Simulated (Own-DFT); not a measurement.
# Computed records: Hf₃₆O₇₁ (tetragonal hafnia with one neutral oxygen vacancy, atoms displaced)

A calculation, not a measurement: plane-wave PBE and HSE06 DFT by an unreviewed code, no spin, of a simulated cell at Gamma alone, so results move with cell size and shape, stress positive in tension, energies less offsets, not probed for a lower state with spin; hafnium file: forces about 75 meV/angstrom off all-electron values; oxygen file: force components 24 meV/angstrom off all-electron in a glass; k mesh not checked against a denser one; forces and stress are PBE's, HSE06 gives the energy alone, and its difference from PBE has offsets of its own; offsets are fitted by least squares, one for each functional and potential file, so energies compare only between cells with the same atoms and settings and are not formation energies; the far tail of each file's local potential was reset to the Coulomb form; each entry is a single point on an unrelaxed cell, so the pressure reflects the starting lattice, taken from the Materials Project, from which strain is counted, and rises with the displacements; printed positions are rounded, which can move forces by about a meV/angstrom; the program is a retired in-house code; no spin-orbit coupling. Program: Own-DFT development build.

Common to all runs: first functional PBE; second functional HSE06; exact exchange share 0.25; screening 0.11 1/bohr; exchange divergence Gygi-Baldereschi; potential files PseudoDojo norm-conserving, scalar-relativistic, made for PBE, standard set; wave cutoff 48 hartree; occupations fixed; k mesh 1 x 1 x 1 centred on Gamma.

```json
{"entry": 1, "formula": "Hf36O71", "kind": "tetragonal hafnia with one neutral oxygen vacancy, atoms displaced", "structure": {"cell_angstrom": [[10.78, 0.0, 0.0], [0.0, 10.78, 0.0], [0.0, 0.0, 10.4493]], "atoms_fractional": [["Hf", 0.00098, 0.99911, 0.99979], ["Hf", 0.17236, 0.17242, 0.25034], ["O", 0.99885, 0.16434, 0.1575], ["O", 0.16472, 0.99533, 0.34143], ["O", 0.00076, 0.16581, 0.40541], ["O", 0.16293, 0.0027, 0.09804], ["Hf", 0.00546, 0.00116, 0.50122], ["Hf", 0.17284, 0.16679, 0.75475], ["O", 0.00211, 0.1673, 0.65335], ["O", 0.1687, 0.99927, 0.8536], ["O", 0.00596, 0.16606, 0.90852], ["O", 0.16811, 0.00183, 0.59517], ["Hf", 0.99895, 0.33094, 0.99689], ["Hf", 0.16803, 0.4951, 0.25142], ["O", 0.99731, 0.49604, 0.15159], ["O", 0.17078, 0.33045, 0.35236], ["O", 0.99903, 0.50362, 0.40496], ["O", 0.16929, 0.33222, 0.09342], ["Hf", 0.00095, 0.33793, 0.49936], ["Hf", 0.16533, 0.49878, 0.75059], ["O", 0.99533, 0.49818, 0.64955], ["O", 0.16353, 0.33808, 0.84814], ["O", 0.99938, 0.49458, 0.89791], ["O", 0.16452, 0.33602, 0.60142], ["Hf", 0.99591, 0.65949, 0.00022], ["Hf", 0.17135, 0.83136, 0.24783], ["O", 0.99379, 0.83476, 0.15499], ["O", 0.16922, 0.6675, 0.34747], ["O", 0.00113, 0.83481, 0.40434], ["O", 0.16359, 0.66976, 0.09954], ["Hf", 0.99952, 0.66323, 0.50108], ["Hf", 0.16954, 0.83505, 0.75148], ["O", 0.99807, 0.8322, 0.65197], ["O", 0.16866, 0.67126, 0.85247], ["O", 0.0012, 0.83159, 0.90151], ["O", 0.16646, 0.6731, 0.59276], ["Hf", 0.32944, 0.99895, 0.99589], ["Hf", 0.49841, 0.16947, 0.24892], ["O", 0.33475, 0.16581, 0.15131], ["O", 0.50108, 0.9963, 0.34456], ["O", 0.32888, 0.16295, 0.4024], ["O", 0.49793, 0.00082, 0.09936], ["Hf", 0.32776, 0.00119, 0.50069], ["Hf", 0.50252, 0.16802, 0.7516], ["O", 0.33556, 0.16442, 0.6538], ["O", 0.50059, 0.0005, 0.84423], ["O", 0.33104, 0.16467, 0.90374], ["O", 0.49921, 0.00444, 0.60029], ["Hf", 0.33554, 0.33127, 0.00061], ["Hf", 0.50048, 0.50341, 0.2503], ["O", 0.33325, 0.4999, 0.15415], ["O", 0.49715, 0.34, 0.35084], ["O", 0.33028, 0.5052, 0.40172], ["O", 0.50234, 0.33615, 0.09296], ["Hf", 0.33814, 0.33119, 0.49821], ["Hf", 0.49911, 0.50297, 0.75373], ["O", 0.33016, 0.49942, 0.65177], ["O", 0.50577, 0.33407, 0.84474], ["O", 0.33698, 0.50878, 0.90498], ["O", 0.50119, 0.333, 0.59938], ["Hf", 0.33292, 0.6656, 0.99723], ["Hf", 0.49933, 0.83312, 0.24928], ["O", 0.33173, 0.83371, 0.14939], ["O", 0.50006, 0.6688, 0.34187], ["O", 0.3342, 0.83676, 0.39849], ["O", 0.49868, 0.66849, 0.09617], ["Hf", 0.33065, 0.66908, 0.49634], ["Hf", 0.49926, 0.83089, 0.7524], ["O", 0.33362, 0.83675, 0.65726], ["O", 0.50169, 0.66893, 0.8443], ["O", 0.33671, 0.83251, 0.90466], ["O", 0.50263, 0.66609, 0.59805], ["Hf", 0.66541, 0.99944, 0.99822], ["Hf", 0.83587, 0.16984, 0.25178], ["O", 0.66316, 0.16564, 0.15269], ["O", 0.83263, 0.99897, 0.34221], ["O", 0.67022, 0.16776, 0.4002], ["O", 0.8311, 0.00011, 0.09824], ["Hf", 0.66212, 0.00114, 0.50496], ["Hf", 0.83433, 0.16458, 0.74912], ["O", 0.66798, 0.16708, 0.65029], ["O", 0.83292, 0.99834, 0.84864], ["O", 0.66184, 0.17095, 0.89866], ["O", 0.83307, 0.9994, 0.59744], ["Hf", 0.65947, 0.3303, 0.00128], ["Hf", 0.83511, 0.50262, 0.24313], ["O", 0.66741, 0.50085, 0.1553], ["O", 0.83696, 0.33794, 0.34348], ["O", 0.66083, 0.49706, 0.40385], ["O", 0.82742, 0.33886, 0.10003], ["Hf", 0.66657, 0.32733, 0.49923], ["Hf", 0.83706, 0.49556, 0.74853], ["O", 0.66729, 0.50112, 0.65082], ["O", 0.66542, 0.5024, 0.90312], ["O", 0.83309, 0.33266, 0.59259], ["Hf", 0.66392, 0.66676, 0.00097], ["Hf", 0.83481, 0.83862, 0.24659], ["O", 0.66699, 0.83532, 0.15536], ["O", 0.8357, 0.66424, 0.35193], ["O", 0.66844, 0.83675, 0.39759], ["O", 0.82994, 0.66575, 0.09374], ["Hf", 0.66307, 0.6671, 0.49975], ["Hf", 0.83518, 0.83343, 0.74753], ["O", 0.66402, 0.83735, 0.64956], ["O", 0.83219, 0.66765, 0.84933], ["O", 0.6673, 0.83476, 0.90185], ["O", 0.83426, 0.66665, 0.59694]]}, "results": {"PBE_energy_of_cell_above_offsets [eV]": "-100.501", "HSE06_less_PBE_above_offsets [eV]": "-0.129", "PBE_pressure [GPa]": 1.19, "PBE_stress_xx [GPa]": -0.77, "PBE_stress_yy [GPa]": -0.8, "PBE_stress_zz [GPa]": -1.99, "PBE_stress_yz [GPa]": -0.73, "PBE_stress_xz [GPa]": 1.01, "PBE_stress_xy [GPa]": 0.1, "force_element": ["Hf", "Hf", "O", "O", "O", "O", "Hf", "Hf", "O", "O", "O", "O", "Hf", "Hf", "O", "O", "O", "O", "Hf", "Hf", "O", "O", "O", "O", "Hf", "Hf", "O", "O", "O", "O", "Hf", "Hf", "O", "O", "O", "O", "Hf", "Hf", "O", "O", "O", "O", "Hf", "Hf", "O", "O", "O", "O", "Hf", "Hf", "O", "O", "O", "O", "Hf", "Hf", "O", "O", "O", "O", "Hf", "Hf", "O", "O", "O", "O", "Hf", "Hf", "O", "O", "O", "O", "Hf", "Hf", "O", "O", "O", "O", "Hf", "Hf", "O", "O", "O", "O", "Hf", "Hf", "O", "O", "O", "O", "Hf", "Hf", "O", "O", "O", "Hf", "Hf", "O", "O", "O", "O", "Hf", "Hf", "O", "O", "O", "O"], "force_x [eV/angstrom]": [-0.802, -1.415, 0.624, 0.344, 0.047, 0.868, -1.639, -1.055, 0.151, 0.122, -0.364, -0.081, -0.866, -0.046, 1.387, -0.131, 0.845, -0.019, -0.366, -0.036, 1.315, 0.799, -0.384, 0.795, 0.19, -1.392, 1.643, 0.115, 0.079, 0.085, -0.97, -1.245, 1.062, -0.104, -0.001, 0.351, 0.411, 0.996, 0.08, -0.13, 0.3, -0.112, 1.534, 0.511, -0.519, -0.129, 0.038, -0.614, -0.292, 0.702, -0.244, -0.631, 0.038, -1.681, -0.451, 0.835, 0.384, -0.968, 0.017, -0.428, -0.726, 0.521, 0.317, -0.113, -0.116, -0.092, 0.161, 0.734, 0.036, -0.062, -0.016, -1.33, 0.025, -0.521, 0.135, 0.251, -0.473, 0.084, 0.743, 0.254, 0.014, 0.054, 0.649, 0.213, 2.059, -0.944, -0.87, 0.089, -0.077, 0.7, 0.141, -1.561, -0.012, 0.062, 0.183, 0.509, -0.711, -0.417, -0.154, -0.445, 0.441, 1.501, -0.365, 0.136, 0.341, -0.357, -0.539], "force_y [eV/angstrom]": [-0.967, -1.992, 0.674, 1.442, 0.657, -0.069, -0.727, 0.465, -0.207, 0.129, 0.029, -0.035, 0.075, 1.458, 0.162, 0.847, -1.147, -0.061, -0.815, 0.562, 0.202, -0.759, 0.537, -0.103, 1.407, -0.168, -0.128, -0.631, -0.315, -0.524, 1.903, -0.737, 0.389, -0.956, 0.061, -0.296, -0.752, -1.343, 0.645, 1.637, 0.697, 0.09, -0.708, -0.506, 0.424, 0.116, 1.046, 0.06, 0.764, 0.351, -0.286, -1.477, -0.999, -0.187, 0.971, -0.144, 0.063, 0.252, -2.51, -0.273, 1.335, 0.739, 0.105, -0.324, -0.431, -0.247, 0.062, 0.879, -0.068, -0.37, 0.222, 0.12, -0.125, -0.73, 0.418, 1.054, -0.169, 0.256, -0.955, 0.137, 0.039, 0.82, -0.719, 0.234, 0.835, 0.333, 0.269, -0.288, 0.317, -0.664, 1.512, 0.475, -0.128, -0.824, -0.077, 0.325, -0.584, -0.189, 0.248, -0.531, -0.33, -0.034, -0.441, -0.144, -0.594, -0.234, 0.166], "force_z [eV/angstrom]": [0.768, -0.17, -0.285, 0.65, -0.075, -0.328, -0.828, -0.665, 0.863, -0.837, -0.72, 1.029, 0.807, 0.055, -0.449, -0.324, -0.791, 0.713, 0.17, -0.641, 0.188, 0.203, 0.099, -0.358, -0.224, -0.068, -0.763, -0.267, 0.293, -0.347, -0.593, 0.033, 0.464, -0.859, 0.328, 0.848, 1.4, 0.4, -0.166, 0.372, -0.19, -0.837, -0.34, -0.711, -0.024, 0.521, -0.381, -0.551, -0.263, 0.228, -0.202, -0.428, 0.171, 1.087, 0.711, -1.285, 0.414, 0.612, -0.689, -0.247, 1.441, -0.437, -0.035, 0.8, 0.614, -0.101, 0.229, -0.661, -0.599, 0.686, -0.531, -0.126, 0.674, 0.063, -0.141, 0.512, 0.036, -0.712, -1.018, -0.278, 0.264, -0.155, 0.122, -0.096, -0.607, 1.418, -0.338, 0.379, 0.085, -1.444, 0.063, 0.264, 0.856, 0.129, 0.706, -0.292, 1.476, -0.916, -0.953, 1.039, 0.41, -0.598, -0.001, 0.34, -0.498, 0.143, 0.272]}}
{"entry": 2, "formula": "Hf36O71", "kind": "tetragonal hafnia with one neutral oxygen vacancy, atoms displaced", "structure": {"cell_angstrom": [[10.78, 0.0, 0.0], [0.0, 10.78, 0.0], [0.0, 0.0, 10.4493]], "atoms_fractional": [["Hf", 0.00968, 0.99814, 0.99444], ["Hf", 0.1537, 0.16641, 0.24304], ["O", 0.98817, 0.16995, 0.15999], ["O", 0.15845, 0.00921, 0.35193], ["O", 0.99752, 0.16082, 0.40407], ["O", 0.15189, 0.0081, 0.10973], ["Hf", 0.99195, 0.01035, 0.50028], ["Hf", 0.18451, 0.16425, 0.7481], ["O", 0.00212, 0.16209, 0.64994], ["O", 0.17407, 0.99463, 0.84382], ["O", 0.00593, 0.15442, 0.8879], ["O", 0.16273, 0.98686, 0.59231], ["Hf", 0.00276, 0.3312, 0.00931], ["Hf", 0.18864, 0.49031, 0.24972], ["O", 0.99327, 0.47726, 0.14875], ["O", 0.1734, 0.33663, 0.34858], ["O", 0.02301, 0.50237, 0.40021], ["O", 0.16416, 0.3286, 0.08178], ["Hf", 0.01469, 0.33646, 0.49692], ["Hf", 0.15327, 0.49828, 0.74943], ["O", 0.99809, 0.50308, 0.66612], ["O", 0.15455, 0.32796, 0.84668], ["O", 0.99606, 0.50331, 0.90191], ["O", 0.16696, 0.34379, 0.61194], ["Hf", 0.0096, 0.66477, 0.99345], ["Hf", 0.17596, 0.82278, 0.23114], ["O", 0.00929, 0.83686, 0.15908], ["O", 0.17204, 0.66379, 0.35197], ["O", 0.00384, 0.83536, 0.40171], ["O", 0.17075, 0.67769, 0.09568], ["Hf", 0.00877, 0.66352, 0.5001], ["Hf", 0.17391, 0.82566, 0.76293], ["O", 0.00792, 0.83087, 0.65379], ["O", 0.16996, 0.66503, 0.85984], ["O", 0.00695, 0.8315, 0.90616], ["O", 0.16532, 0.67821, 0.59726], ["Hf", 0.32522, 0.98484, 0.00274], ["Hf", 0.47853, 0.18128, 0.23967], ["O", 0.33678, 0.17077, 0.1567], ["O", 0.49368, 0.00368, 0.3537], ["O", 0.33168, 0.17391, 0.40534], ["O", 0.49455, 0.9987, 0.10721], ["Hf", 0.33641, 0.99144, 0.50054], ["Hf", 0.49262, 0.17196, 0.75059], ["O", 0.33358, 0.16194, 0.66292], ["O", 0.49693, 0.98901, 0.84367], ["O", 0.3364, 0.16724, 0.90432], ["O", 0.49181, 0.99878, 0.59524], ["Hf", 0.33224, 0.34578, 0.99972], ["Hf", 0.4934, 0.4943, 0.26077], ["O", 0.32852, 0.49639, 0.1578], ["O", 0.50368, 0.33045, 0.3383], ["O", 0.3407, 0.49861, 0.41779], ["O", 0.50035, 0.32861, 0.10087], ["Hf", 0.32295, 0.33384, 0.51096], ["Hf", 0.50697, 0.4995, 0.74174], ["O", 0.33333, 0.4962, 0.64605], ["O", 0.4972, 0.33712, 0.85665], ["O", 0.32802, 0.49929, 0.90569], ["O", 0.50873, 0.33876, 0.59765], ["Hf", 0.32946, 0.68044, 0.99566], ["Hf", 0.50857, 0.83275, 0.24673], ["O", 0.33646, 0.82895, 0.16528], ["O", 0.4848, 0.66282, 0.35523], ["O", 0.33398, 0.84091, 0.40137], ["O", 0.5177, 0.66643, 0.10689], ["Hf", 0.33912, 0.65992, 0.50446], ["Hf", 0.50509, 0.84015, 0.74063], ["O", 0.34634, 0.83182, 0.65501], ["O", 0.50514, 0.6664, 0.8464], ["O", 0.341, 0.83894, 0.91151], ["O", 0.48979, 0.66011, 0.59278], ["Hf", 0.65532, 0.99264, 0.998], ["Hf", 0.84268, 0.1782, 0.24497], ["O", 0.66936, 0.17968, 0.15935], ["O", 0.81904, 0.00459, 0.33296], ["O", 0.66197, 0.17043, 0.4077], ["O", 0.83851, 0.00524, 0.08905], ["Hf", 0.66679, 0.99701, 0.50469], ["Hf", 0.83183, 0.16775, 0.73827], ["O", 0.67798, 0.17631, 0.64184], ["O", 0.66583, 0.17666, 0.89936], ["O", 0.82251, 0.00364, 0.61007], ["Hf", 0.65861, 0.33384, 0.00833], ["Hf", 0.8367, 0.51243, 0.24046], ["O", 0.65653, 0.50805, 0.15123], ["O", 0.83763, 0.33003, 0.35297], ["O", 0.67009, 0.50302, 0.40761], ["O", 0.83085, 0.34506, 0.09871], ["Hf", 0.65576, 0.32792, 0.49832], ["Hf", 0.84311, 0.50155, 0.73558], ["O", 0.67467, 0.49228, 0.65496], ["O", 0.84432, 0.33579, 0.84955], ["O", 0.6605, 0.47635, 0.90802], ["O", 0.82736, 0.34177, 0.59043], ["Hf", 0.66955, 0.66024, 0.01972], ["Hf", 0.82453, 0.82687, 0.25414], ["O", 0.66657, 0.83552, 0.14803], ["O", 0.82931, 0.66084, 0.35624], ["O", 0.67597, 0.8384, 0.40391], ["O", 0.83083, 0.66924, 0.10803], ["Hf", 0.66864, 0.67411, 0.50472], ["Hf", 0.83962, 0.85032, 0.75717], ["O", 0.66109, 0.82688, 0.65645], ["O", 0.83395, 0.67311, 0.85018], ["O", 0.64927, 0.83851, 0.90805], ["O", 0.83887, 0.65877, 0.58976]]}, "results": {"PBE_pressure [GPa]": null}}
```

Question: Give the missing PBE pressure for Hf₃₆O₇₁ (tetragonal hafnia with one neutral oxygen vacancy, atoms displaced) (entry 2).
Answer: 7.15 GPa

Further results for Hf₃₆O₇₁ (tetragonal hafnia with one neutral oxygen vacancy, atoms displaced) (entry 2):

- PBE energy of cell above offsets: -83.423 eV
- HSE06 less PBE above offsets: 0.732 eV
- PBE stress xx: -11.68 GPa
- PBE stress yy: -3.02 GPa
- PBE stress zz: -6.76 GPa
- PBE stress yz: -1.17 GPa
- PBE stress xz: 0.94 GPa
- PBE stress xy: -0.24 GPa

Force:
```
element  x (eV/Å)  y (eV/Å)  z (eV/Å)
     Hf    -4.178      0.95    -0.335
     Hf     1.981      -2.2      2.55
      O     5.373      0.83    -3.869
      O     0.577     0.059    -1.559
      O     0.509     3.345    -1.031
      O     3.723    -0.146    -0.899
     Hf     2.136    -3.344     0.338
     Hf    -6.329    -0.568      2.87
      O     0.766     0.436    -0.902
      O     0.871    -0.174     1.265
      O    -0.235    -0.007     2.096
      O     0.902     1.026     0.746
     Hf    -4.674    -0.126    -3.867
     Hf    -7.545     2.249      3.69
      O     3.205     1.987     0.444
      O    -0.177    -1.497     0.501
      O    -0.978    -0.852     0.984
      O     2.306    -0.005     2.953
     Hf    -4.526    -0.852    -0.731
     Hf     3.498    -0.995     2.037
      O     3.332    -0.001     -4.37
      O     0.811     1.091    -0.455
      O     1.371     0.188     0.248
      O    -0.328    -0.818    -0.789
     Hf    -2.796      0.03      0.52
     Hf    -4.407     1.142     7.087
      O    -2.111    -0.935    -1.215
      O     0.803    -0.325    -1.858
      O    -1.108    -0.632     0.829
      O     0.219    -1.028     0.154
     Hf    -0.784     2.846    -1.403
     Hf     -1.41     1.482    -4.612
      O    -1.661     0.202     1.922
      O     0.423    -0.161    -0.208
      O     0.149     0.046     -0.79
      O      1.24    -1.173     1.648
     Hf       1.2     6.179     1.654
     Hf     7.863    -3.596     3.821
      O    -7.174    -0.237    -3.228
      O      0.52    -0.842    -1.071
      O     0.067     0.072     0.982
      O    -0.762    -0.595     -1.26
     Hf    -2.154      0.85    -2.097
     Hf     3.743         0     2.198
      O     1.981     0.972    -3.214
      O    -0.441     3.585     0.863
      O    -0.303    -0.575     0.208
      O     2.811     0.475     1.473
     Hf      1.63    -2.446    -1.224
     Hf     2.911     1.543     -0.02
      O     4.492     0.144    -2.873
      O     -0.37     1.963     2.087
      O    -0.549    -2.187     -2.68
      O    -2.866     1.134     0.394
     Hf     2.354    -0.286    -1.065
     Hf     0.709     0.331     1.608
      O    -0.743     0.181     1.632
      O    -1.574    -0.741    -1.722
      O    -0.326     1.988     0.119
      O    -4.403    -0.697     1.591
     Hf     3.063    -3.728     0.189
     Hf    -1.169     1.397     2.592
      O     2.581     0.115     -4.03
      O     0.888     0.996    -1.149
      O    -0.226    -2.021     0.072
      O    -5.331     1.007     0.579
     Hf    -2.702     2.685    -1.175
     Hf     0.105    -1.988     2.233
      O    -3.069    -0.238      0.21
      O    -0.962    -0.319    -0.202
      O    -0.889    -2.597    -1.844
      O     4.096    -0.189     1.695
     Hf     2.027     3.151     0.689
     Hf    -7.782    -0.473     2.704
      O    -0.815    -0.637    -0.338
      O     0.679    -0.737     1.313
      O     -0.03    -1.772     0.406
      O    -0.437    -0.828    -1.543
     Hf    -1.399     3.506    -2.188
     Hf     1.069     1.741     2.915
      O    -3.193      -0.7     0.954
      O    -0.438    -2.281    -0.421
      O     1.389    -1.307     -0.21
     Hf      2.56    -2.828      0.21
     Hf    -1.767     -3.21     1.454
      O     1.307    -0.621     1.233
      O     0.981     1.936    -0.721
      O    -1.268     0.322    -0.449
      O    -0.088    -0.553     0.031
     Hf     4.234     0.438    -1.724
     Hf    -5.462    -1.077     4.288
      O    -1.923     1.505     0.054
      O     0.674    -0.509    -1.307
      O     0.167     5.272    -1.357
      O     2.977     0.036     0.313
     Hf     0.393    -0.789    -4.938
     Hf     3.115     2.056     0.436
      O     0.575     0.082     0.261
      O     0.225     1.176    -0.849
      O    -0.763    -1.629    -0.623
      O     2.184    -0.183     0.282
     Hf     0.717    -2.483    -0.202
     Hf     0.384    -1.712    -0.417
      O      2.81     0.031    -1.587
      O     0.048     0.259    -0.152
      O     1.398    -1.664    -0.393
      O    -0.501     0.077     0.545
```
